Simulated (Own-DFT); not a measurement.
Simulation results for GaN (wurtzite, strained, atoms displaced)

A calculation, not a measurement: plane-wave PBE density functional theory by an unreviewed code, no spin, of a simulated periodic cell, stress positive in tension, free energy of the whole cell less one offset for each atom, forces on such cells passed a denser k mesh, this cell's mesh not checked; offsets are fitted by least squares, one for each functional and potential file, so energies compare only between cells with the same atoms and settings and are not formation energies; the far tail of each file's local potential was reset to the Coulomb form; each entry is a single point on an unrelaxed cell, so the pressure reflects the starting lattice, mostly measured values (interpolated for alloys), from which strain is counted, and rises with the displacements; printed positions are rounded, which can move forces by about a meV/angstrom; the program, named Own-DFT, is a retired in-house code; no spin-orbit coupling. Program: Own-DFT development build.

Settings shared by all entries: functional PBE; potential files PseudoDojo norm-conserving, scalar-relativistic, standard set with the stringent files for Ga; wave cutoff 96 hartree; occupations Gaussian; smearing width 0.01 eV; k mesh 3 x 4 x 3 centred on Gamma.

(1) GaN (wurtzite, strained, atoms displaced)

```
GaN
1.0
     12.7560     0.0000     0.0000
     -4.7835     8.2853     0.0000
      0.0000     0.0000    10.2922
Ga N Ga N Ga N Ga N Ga N Ga N Ga N Ga N Ga N Ga N Ga N Ga N Ga N Ga N Ga N Ga N Ga N Ga N Ga N Ga N Ga N Ga N Ga N Ga N
2 2 2 2 2 2 2 2 2 2 2 2 2 2 2 2 2 2 2 2 2 2 2 2 2 2 2 2 2 2 2 2 2 2 2 2 2 2 2 2 2 2 2 2 2 2 2 2
Direct
  0.08036 0.22815 0.00575
  0.16427 0.10978 0.25440
  0.08540 0.21897 0.19070
  0.16431 0.10207 0.44114
  0.07789 0.21982 0.50841
  0.16387 0.11472 0.75730
  0.07051 0.22289 0.69313
  0.16736 0.10900 0.94172
  0.08347 0.56659 0.99225
  0.16815 0.45214 0.23922
  0.07954 0.54862 0.18234
  0.16662 0.44178 0.43766
  0.08228 0.55632 0.50056
  0.16810 0.44958 0.75364
  0.08074 0.55083 0.67564
  0.16348 0.44388 0.93600
  0.07962 0.89352 0.99971
  0.16959 0.77981 0.24618
  0.07227 0.87129 0.18578
  0.16926 0.77873 0.43280
  0.08172 0.89204 0.50602
  0.16934 0.77609 0.75806
  0.08138 0.88655 0.69148
  0.17424 0.78397 0.93071
  0.32558 0.22393 0.00067
  0.42264 0.10882 0.25575
  0.33562 0.23200 0.19200
  0.41607 0.10869 0.43356
  0.33318 0.22400 0.49931
  0.41024 0.11001 0.75552
  0.33344 0.21854 0.68521
  0.41601 0.11174 0.93938
  0.33686 0.55073 0.99753
  0.41434 0.43881 0.25628
  0.33243 0.55158 0.18970
  0.41571 0.43955 0.44922
  0.32869 0.54970 0.50359
  0.40952 0.44017 0.74924
  0.33683 0.55184 0.68899
  0.42226 0.45479 0.94131
  0.33048 0.88542 0.00238
  0.41837 0.78889 0.24532
  0.33667 0.89201 0.18474
  0.41965 0.78382 0.44454
  0.32773 0.89211 0.49516
  0.41329 0.77219 0.75445
  0.32830 0.89941 0.69041
  0.41771 0.77444 0.94162
  0.58074 0.21381 0.99495
  0.66075 0.10563 0.25177
  0.58171 0.22388 0.19415
  0.66545 0.10712 0.43962
  0.58745 0.22690 0.49692
  0.66675 0.10800 0.74470
  0.58355 0.22510 0.69004
  0.66367 0.10108 0.94509
  0.58073 0.55601 0.99950
  0.66939 0.44357 0.25329
  0.58651 0.55496 0.18737
  0.66916 0.44374 0.43872
  0.58481 0.55493 0.49449
  0.66575 0.45111 0.75958
  0.58180 0.55178 0.69574
  0.66158 0.44239 0.94147
  0.58244 0.89942 0.00006
  0.65803 0.76851 0.24120
  0.58515 0.89510 0.18720
  0.67070 0.78717 0.44043
  0.57561 0.88535 0.49863
  0.66060 0.78001 0.75513
  0.58323 0.89111 0.68172
  0.67266 0.78570 0.94383
  0.83520 0.22407 0.99784
  0.91649 0.11808 0.24845
  0.83394 0.22237 0.19164
  0.91584 0.11160 0.43479
  0.82726 0.21341 0.50060
  0.91531 0.10362 0.74630
  0.83115 0.22261 0.68757
  0.91735 0.10278 0.93665
  0.83727 0.55690 0.99800
  0.90754 0.44485 0.24530
  0.83823 0.55671 0.19800
  0.91979 0.44132 0.43073
  0.83726 0.56446 0.50151
  0.91835 0.44130 0.74950
  0.84123 0.56213 0.69052
  0.91357 0.43885 0.93252
  0.83848 0.89331 0.99555
  0.91600 0.78172 0.24649
  0.83477 0.87971 0.20218
  0.91880 0.78253 0.43695
  0.83711 0.88291 0.49113
  0.91568 0.77488 0.74526
  0.83652 0.88490 0.69222
  0.90998 0.77735 0.93702
```

| Property | Result |
| --- | --- |
| free energy of cell above offsets | -4.440 eV |
| pressure | 8.59 GPa |
| stress xx | -7.63 GPa |
| stress yy | -7.88 GPa |
| stress zz | -10.28 GPa |
| stress yz | 0.46 GPa |
| stress xz | -0.87 GPa |
| stress xy | 0.03 GPa |

Force:
```tsv
element	x (eV/Å)	y (eV/Å)	z (eV/Å)
Ga	0.443	-0.72	-0.61
Ga	0.684	-0.523	-0.318
N	-0.83	0.572	-0.249
N	-0.462	1.544	0.121
Ga	0.301	0.286	-1.529
Ga	0.095	-0.528	-1.574
N	3.196	1.026	-0.082
N	-1.345	0.678	-0.093
Ga	0.403	-1.147	0.965
Ga	0.162	-1.148	1.67
N	-0.542	1.186	-0.408
N	-0.147	-0.022	-0.232
Ga	0.301	-0.245	-2.634
Ga	-0.413	-0.543	-1.365
N	0.524	0.799	3.568
N	0.437	0.592	0.789
Ga	0.215	-1.154	-0.106
Ga	-0.69	-0.935	0.096
N	1.834	2.194	-0.292
N	-1.169	-0.285	0.32
Ga	0.867	-1.076	-0.413
Ga	-1.064	-0.018	-3.734
N	0.52	0.623	0.576
N	-1.606	-0.385	2.849
Ga	2.192	0.652	0.875
Ga	-1.743	0.718	-1.603
N	0.166	-2.472	-0.454
N	-0.01	0.836	1.609
Ga	0.203	-1.404	-0.038
Ga	1.382	0.766	-0.706
N	-1.56	0.466	0.97
N	-0.73	-0.267	0.835
Ga	-1.606	0.758	1.067
Ga	0.131	1.514	0.108
N	0.513	1.25	-0.287
N	-0.133	1.073	-1.269
Ga	0.053	0.843	-1.064
Ga	2.292	-0.325	0.256
N	-1.941	0.643	0.359
N	-0.48	-2.206	-1.113
Ga	0.957	0.905	-0.919
Ga	1.025	-1.945	1.192
N	-0.955	0.136	0.417
N	-1.885	-1.545	-1.413
Ga	1.175	-0.188	1.269
Ga	-0.181	1.326	-1.033
N	1.601	-1.797	-0.662
N	-0.704	0.168	-0.143
Ga	-0.328	1.094	0.902
Ga	0.919	1.309	0.135
N	0.965	-0.124	-1.196
N	-0.645	0.203	-0.214
Ga	-0.356	-0.857	1.079
Ga	-0.916	0.565	0.553
N	-0.122	-0.11	0.143
N	0.244	3.22	-1.921
Ga	1.228	0.887	0.311
Ga	-0.195	0.4	-0.738
N	-0.744	-1.094	0.43
N	-0.111	0.707	0.241
Ga	0.016	0.899	1.356
Ga	1.013	-0.757	-1.571
N	-0.823	0.811	-0.924
N	1.181	-0.068	0.982
Ga	1.183	-3.079	0.578
Ga	1.067	1.611	1.406
N	-0.271	-1.136	0.019
N	-0.57	-1.525	-0.731
Ga	2.007	0.595	-0.07
Ga	1.336	-0.374	-0.709
N	-0.543	-0.668	1.657
N	-1.25	-0.561	-0.022
Ga	0.133	-1.168	0.591
Ga	0.81	-1.237	0.384
N	-1.081	-0.094	-1.207
N	0.232	-0.265	0.893
Ga	0.761	1.098	-0.597
Ga	-1.919	-0.485	0.646
N	0.584	-0.535	0.401
N	-0.617	2.069	0.182
Ga	-1.245	-0.228	0.626
Ga	3.292	-1.087	1.163
N	-2.617	0.781	-2.346
N	-1.109	0.103	1.289
Ga	0.841	-1.156	-0.275
Ga	-0.474	0.199	-1.313
N	-0.786	-1.59	-0.181
N	0.296	0.897	0.839
Ga	-1.007	-0.949	1.917
Ga	1.085	-1.644	1.315
N	-2.964	2.144	-2.376
N	1.321	-0.915	-0.105
Ga	-1.966	1.419	1.22
Ga	0.205	0.551	0.888
N	-1.604	-0.006	-1.144
N	2.067	-0.525	-0.079
```

(2) GaN (wurtzite, strained, atoms displaced)

```
GaN
1.0
     12.7560     0.0000     0.0000
     -4.7835     8.2853     0.0000
      0.0000     0.0000    10.2922
Ga N Ga N Ga N Ga N Ga N Ga N Ga N Ga N Ga N Ga N Ga N Ga N Ga N Ga N Ga N Ga N Ga N Ga N Ga N Ga N Ga N Ga N Ga N Ga N
2 2 2 2 2 2 2 2 2 2 2 2 2 2 2 2 2 2 2 2 2 2 2 2 2 2 2 2 2 2 2 2 2 2 2 2 2 2 2 2 2 2 2 2 2 2 2 2
Direct
  0.08288 0.22758 0.99623
  0.16178 0.11236 0.24122
  0.08155 0.21752 0.18647
  0.16338 0.11065 0.43122
  0.07859 0.21618 0.49743
  0.16119 0.11199 0.73956
  0.09262 0.23034 0.69623
  0.17359 0.11350 0.94269
  0.07357 0.54554 0.99920
  0.16446 0.44099 0.24795
  0.08717 0.56813 0.19556
  0.15957 0.44527 0.43896
  0.08732 0.56908 0.50702
  0.16238 0.43790 0.75436
  0.07801 0.55638 0.68736
  0.15735 0.43960 0.93731
  0.07579 0.88593 0.99639
  0.16601 0.77928 0.24360
  0.08210 0.88286 0.18734
  0.16976 0.78655 0.43630
  0.07649 0.88645 0.49988
  0.16562 0.78006 0.75327
  0.08525 0.89497 0.68420
  0.16398 0.76451 0.93996
  0.33696 0.22986 0.99784
  0.42137 0.11233 0.25110
  0.33195 0.22638 0.19479
  0.41464 0.11635 0.43702
  0.33894 0.22410 0.49415
  0.41117 0.10772 0.75162
  0.33701 0.22306 0.69733
  0.42320 0.11051 0.93448
  0.33483 0.55548 0.99866
  0.41919 0.44975 0.25897
  0.33140 0.54311 0.18122
  0.41300 0.43621 0.43168
  0.32809 0.55419 0.49186
  0.40993 0.43886 0.74481
  0.34063 0.55423 0.70029
  0.41196 0.45122 0.93953
  0.33319 0.88243 0.00080
  0.41540 0.77694 0.25343
  0.33176 0.88987 0.18896
  0.42060 0.79026 0.43442
  0.33342 0.88524 0.49290
  0.41558 0.78089 0.74784
  0.33292 0.88430 0.68254
  0.41615 0.77660 0.93408
  0.57653 0.21023 0.99768
  0.66927 0.10768 0.24122
  0.58163 0.20884 0.19295
  0.66486 0.10660 0.44960
  0.57684 0.21932 0.49576
  0.67143 0.10637 0.74795
  0.58369 0.22289 0.69062
  0.66580 0.10900 0.93866
  0.58736 0.56072 0.99370
  0.66613 0.44859 0.25444
  0.58146 0.55590 0.19423
  0.66846 0.44871 0.43986
  0.58100 0.55293 0.49516
  0.66939 0.44380 0.74758
  0.57992 0.55508 0.68601
  0.66443 0.44648 0.94288
  0.58250 0.89281 0.00055
  0.67127 0.78456 0.25360
  0.57817 0.87968 0.19280
  0.66454 0.77076 0.42208
  0.58120 0.88487 0.49962
  0.67170 0.78819 0.74941
  0.57626 0.88411 0.68702
  0.66977 0.77995 0.93925
  0.82951 0.22149 0.00094
  0.91590 0.11261 0.25460
  0.83597 0.22890 0.19317
  0.92257 0.10309 0.43256
  0.83196 0.21742 0.50051
  0.92143 0.11297 0.75026
  0.83586 0.22375 0.68398
  0.91399 0.09982 0.93837
  0.82789 0.55232 0.00291
  0.91408 0.44276 0.25796
  0.82705 0.54746 0.19423
  0.91541 0.44163 0.43887
  0.83050 0.54838 0.49401
  0.90866 0.44029 0.75119
  0.83622 0.55656 0.68762
  0.91114 0.44085 0.94267
  0.83427 0.89579 0.00755
  0.91754 0.77294 0.25094
  0.83534 0.89341 0.18944
  0.91879 0.77442 0.44242
  0.83102 0.88471 0.50145
  0.92160 0.77558 0.74892
  0.84343 0.89865 0.68874
  0.91662 0.77714 0.92895
```

| Property | Result |
| --- | --- |
| free energy of cell above offsets | -4.745 eV |
| pressure | 8.45 GPa |
| stress xx | -7.59 GPa |
| stress yy | -7.29 GPa |
| stress zz | -10.47 GPa |
| stress yz | 0.06 GPa |
| stress xz | -0.47 GPa |
| stress xy | 0.24 GPa |

Force:
```tsv
element	x (eV/Å)	y (eV/Å)	z (eV/Å)
Ga	0.808	-1.551	0.49
Ga	1.636	-0.729	0.626
N	-1.531	0.951	-0.376
N	0.488	0.091	1.101
Ga	1.35	1.245	0.497
Ga	2.719	-0.298	2.056
N	-2.272	-0.96	-2.091
N	-1.474	-0.576	-1.024
Ga	0.622	0.905	1.017
Ga	-0.156	0.484	-0.134
N	-0.234	-3.098	-1.298
N	0.672	-0.141	0.102
Ga	-0.381	-0.711	-1.475
Ga	0.192	2.65	-0.695
N	0.522	-0.261	1.399
N	0.723	0.898	0.596
Ga	1.591	0.458	0.262
Ga	0.355	1.061	1.157
N	-1.122	0.682	-0.487
N	-0.436	-0.504	-0.003
Ga	1.806	1.17	-0.703
Ga	0.457	-0.245	-0.468
N	0.257	-0.658	0.652
N	-0.632	1.302	-0.046
Ga	0.512	-0.271	0.948
Ga	-1.761	-0.166	-0.651
N	1.019	-0.454	-0.91
N	1.305	-1.317	-0.01
Ga	-2.311	-0.82	1.196
Ga	1.465	-0.203	-0.721
N	-1.242	-0.808	-2.026
N	-2.201	-0.983	0.755
Ga	-1.454	0.422	-0.29
Ga	-0.009	-0.798	-3.523
N	-1.003	1.467	1.763
N	-0.478	1.627	3.025
Ga	0.469	-0.006	1.401
Ga	2.187	0.378	1.481
N	-3.423	0.92	-2.493
N	2.405	-0.874	-0.868
Ga	-0.658	0.403	-0.152
Ga	-0.513	-0.719	-1.72
N	0.747	-0.06	-0.008
N	0.483	-2.085	0.671
Ga	-1.241	1.228	0.864
Ga	-0.015	-0.999	0.253
N	-0.834	0.459	0.334
N	0.188	0.237	0.793
Ga	0.938	1.907	0.834
Ga	-0.318	-0.461	1.863
N	-0.097	1.733	-0.86
N	0.038	0.36	-1.69
Ga	1.228	0.383	1.112
Ga	-1.498	0.387	-0.432
N	0.269	-0.549	-0.316
N	0.359	0.212	-0.219
Ga	-1.472	-0.5	1.237
Ga	-0.575	-1.079	-0.847
N	0.612	0.406	-1.059
N	-0.464	-1.102	0.041
Ga	-0.158	0.283	0.757
Ga	-1.034	0.217	0.2
N	0.812	0.591	0.07
N	0.619	-1.125	-0.725
Ga	0.31	-1.435	0.118
Ga	-0.122	-0.948	-3.846
N	0.459	1.042	-0.976
N	-0.106	0.658	5.429
Ga	0.698	0.121	-0.173
Ga	0.034	-1.27	-0.063
N	1.591	0.651	0.014
N	-0.466	0.74	-0.105
Ga	0.914	-0.334	0.164
Ga	0.506	0.137	-1.644
N	0.347	-1.003	-0.738
N	-2.204	-0.012	1.75
Ga	0.312	0.208	-0.826
Ga	-0.254	0.504	0.197
N	0.525	-0.536	1.18
N	-0.612	2.357	-0.221
Ga	0.147	0.546	0.006
Ga	0.691	1.013	-1.001
N	0.6	0.916	-0.637
N	0.474	-0.097	1.015
Ga	0.396	0.597	1.069
Ga	1.125	0.375	-0.019
N	-0.698	-0.028	-0.439
N	-0.45	-0.295	-0.6
Ga	0.45	-1.753	-1.063
Ga	-0.339	0.35	0.072
N	0.414	-0.439	0.632
N	-1.533	-0.674	-0.766
Ga	0.202	-0.353	-0.528
Ga	-0.723	0.19	-0.85
N	-0.791	-1.156	-0.441
N	-0.752	-0.474	2.06
```

(3) GaN (wurtzite, strained, atoms displaced)

```
GaN
1.0
     12.7560     0.0000     0.0000
     -4.7835     8.2853     0.0000
      0.0000     0.0000    10.2922
Ga N Ga N Ga N Ga N Ga N Ga N Ga N Ga N Ga N Ga N Ga N Ga N Ga N Ga N Ga N Ga N Ga N Ga N Ga N Ga N Ga N Ga N Ga N Ga N
2 2 2 2 2 2 2 2 2 2 2 2 2 2 2 2 2 2 2 2 2 2 2 2 2 2 2 2 2 2 2 2 2 2 2 2 2 2 2 2 2 2 2 2 2 2 2 2
Direct
  0.08306 0.23275 0.00829
  0.16539 0.11131 0.25382
  0.07854 0.22069 0.19600
  0.16431 0.11319 0.43339
  0.08190 0.23537 0.49416
  0.17505 0.11320 0.75029
  0.08799 0.22433 0.68456
  0.17071 0.11490 0.93624
  0.08684 0.56026 0.00537
  0.16912 0.45114 0.25287
  0.08403 0.56312 0.20074
  0.16193 0.44704 0.44444
  0.08836 0.56053 0.50559
  0.15813 0.44175 0.74675
  0.08667 0.56562 0.69287
  0.16920 0.44754 0.93432
  0.08336 0.89069 0.00877
  0.16570 0.77736 0.25731
  0.07978 0.88579 0.18762
  0.16365 0.77479 0.44096
  0.08336 0.89095 0.49455
  0.16849 0.78114 0.75758
  0.08294 0.89165 0.69158
  0.17033 0.78363 0.94404
  0.33270 0.21514 0.99275
  0.41629 0.10316 0.25540
  0.33044 0.22169 0.18323
  0.41283 0.11184 0.44087
  0.33008 0.21538 0.49731
  0.41867 0.10838 0.75235
  0.33554 0.22760 0.68669
  0.40745 0.10041 0.94262
  0.33365 0.54756 0.00148
  0.41030 0.43244 0.25309
  0.33848 0.55839 0.19353
  0.41975 0.45163 0.43860
  0.33095 0.54785 0.49253
  0.41007 0.44029 0.74003
  0.33144 0.55311 0.69528
  0.41015 0.44656 0.93827
  0.33322 0.88391 0.99460
  0.41078 0.77465 0.25446
  0.32646 0.88049 0.18853
  0.41538 0.78871 0.43686
  0.33497 0.88501 0.49504
  0.41602 0.77131 0.75625
  0.33077 0.88804 0.69272
  0.42106 0.78009 0.94951
  0.57567 0.21321 0.99898
  0.66879 0.10959 0.24393
  0.57834 0.21393 0.19008
  0.66611 0.11042 0.44203
  0.57313 0.21404 0.50846
  0.66945 0.11033 0.74816
  0.57747 0.21059 0.69455
  0.66892 0.10818 0.93995
  0.58565 0.55565 0.00135
  0.67307 0.43845 0.24954
  0.57652 0.54825 0.19179
  0.65502 0.42982 0.44838
  0.57561 0.54985 0.49707
  0.66893 0.44615 0.75065
  0.58692 0.55461 0.68415
  0.65970 0.44015 0.93516
  0.58108 0.89019 0.00281
  0.66553 0.78513 0.24935
  0.58130 0.88910 0.18476
  0.66131 0.76790 0.43140
  0.58474 0.88711 0.49994
  0.67256 0.77933 0.75000
  0.58363 0.88162 0.69377
  0.65622 0.77063 0.93483
  0.83048 0.21839 0.00395
  0.91841 0.11128 0.24477
  0.83240 0.21153 0.19253
  0.91143 0.11182 0.43347
  0.83105 0.22332 0.49399
  0.91489 0.09925 0.74530
  0.82454 0.21747 0.68936
  0.92087 0.11823 0.94244
  0.84165 0.56618 0.99828
  0.91661 0.45320 0.25134
  0.82997 0.54638 0.19411
  0.92025 0.43718 0.44155
  0.83739 0.54892 0.49980
  0.91738 0.44152 0.74510
  0.82492 0.55478 0.69032
  0.91932 0.44595 0.94671
  0.83034 0.88259 0.00561
  0.92146 0.78158 0.24864
  0.83768 0.89585 0.18661
  0.91478 0.77459 0.43949
  0.83515 0.89259 0.50820
  0.91885 0.77453 0.75059
  0.83430 0.88918 0.69182
  0.91091 0.77817 0.93534
```

| Item | Value |
| --- | --- |
| free energy of cell above offsets | -5.131 eV |
| pressure | 8.3 GPa |
| stress xx | -8.3 GPa |
| stress yy | -7.41 GPa |
| stress zz | -9.18 GPa |
| stress yz | -0.1 GPa |
| stress xz | 0.87 GPa |
| stress xy | -0.17 GPa |

Force:
```tsv
element	x (eV/Å)	y (eV/Å)	z (eV/Å)
Ga	0.986	-0.764	-1.168
Ga	0.311	0.189	-1.764
N	1.499	1.429	-0.485
N	-0.101	0.17	1.41
Ga	0.222	-2.633	0.837
Ga	-1.527	-0.09	-0.034
N	-0.819	-0.583	-0.059
N	-1.377	-0.718	0.815
Ga	0.113	-0.227	-0.087
Ga	-0.045	-0.363	-0.219
N	0.268	-1.146	-1.368
N	1.306	0.98	-1.172
Ga	-1.194	0.028	0.026
Ga	1.406	0.037	0.467
N	-0.622	-0.884	-0.323
N	-0.738	0.266	1.178
Ga	-0.026	0.66	-2.293
Ga	-0.065	0.76	-0.784
N	0.785	0.524	1.266
N	0.218	0.774	0.361
Ga	-0.274	-0.075	1.256
Ga	-0.453	0.523	-0.482
N	0.521	-0.254	-0.728
N	-1.078	-0.883	-0.037
Ga	-0.831	1.727	0.984
Ga	-0.905	0.345	-1.186
N	0.344	-1.222	0.813
N	0.207	-1.022	-0.149
Ga	-0.719	1.022	0.427
Ga	-1.064	-0.2	0.12
N	0.851	-1.485	-0.52
N	1.379	0.693	-0.931
Ga	-1.11	1.348	0.425
Ga	0.743	0.989	-0.867
N	-1.103	-0.941	-0.044
N	-1.357	-2.209	-0.173
Ga	-0.564	1.565	1.62
Ga	1.524	1.447	1.781
N	-1.11	0.262	-1.767
N	2.593	-1.448	-0.952
Ga	0.136	-0.167	1.482
Ga	0.856	0.696	-1.286
N	0.251	0.735	0.16
N	2.134	-2.085	0.373
Ga	-2.128	1.008	1.967
Ga	0.002	0.569	-0.076
N	0.738	-0.292	-0.589
N	-1.132	-1.128	-1.317
Ga	0.637	0.668	-0.027
Ga	-0.761	-0.29	1.241
N	0.526	0.384	-0.362
N	-0.809	-0.245	-0.669
Ga	1.399	0.12	-0.446
Ga	-1.385	-1.292	0.881
N	0.67	1.139	-0.043
N	-0.995	0.401	-0.185
Ga	-1.406	-0.636	0.176
Ga	-3.205	-0.582	1.182
N	1.299	0.635	-0.095
N	1.483	1.144	-1.345
Ga	2.157	0.842	0.546
Ga	-1.587	-1.273	-0.174
N	-1.023	0.038	0.498
N	1.354	-0.107	1.028
Ga	1.077	-0.076	-0.669
Ga	0.614	-1.35	-0.679
N	-0.331	-0.146	1.268
N	0.416	1.261	1.498
Ga	-0.027	-0.016	0.336
Ga	-1.193	-1.335	0.081
N	-0.448	0.492	-0.821
N	1.481	0.978	0.947
Ga	0.393	0.504	-0.301
Ga	-0.695	-0.405	1.146
N	-0.749	2.067	-0.425
N	1.022	-0.37	0.855
Ga	-0.115	-1.088	0.921
Ga	-0.014	2.772	1.362
N	2.604	0.992	-0.809
N	-0.214	-1.177	-0.696
Ga	-0.988	-2.038	0.176
Ga	1.663	-2.037	0.349
N	0.183	2.243	-1.347
N	-0.42	1.604	-0.218
Ga	-1.792	-0.03	0.158
Ga	-0.75	0.082	1.109
N	2.751	0.333	-0.538
N	-0.106	0.092	-0.885
Ga	-1.213	1.007	-1.49
Ga	-1.726	-0.804	0.757
N	-0.035	-1.611	0.793
N	0.065	0.087	-0.039
Ga	-0.472	-0.653	-1.955
Ga	-0.325	0.276	-0.445
N	0.664	-0.973	-0.346
N	1.277	0.442	0.795
```
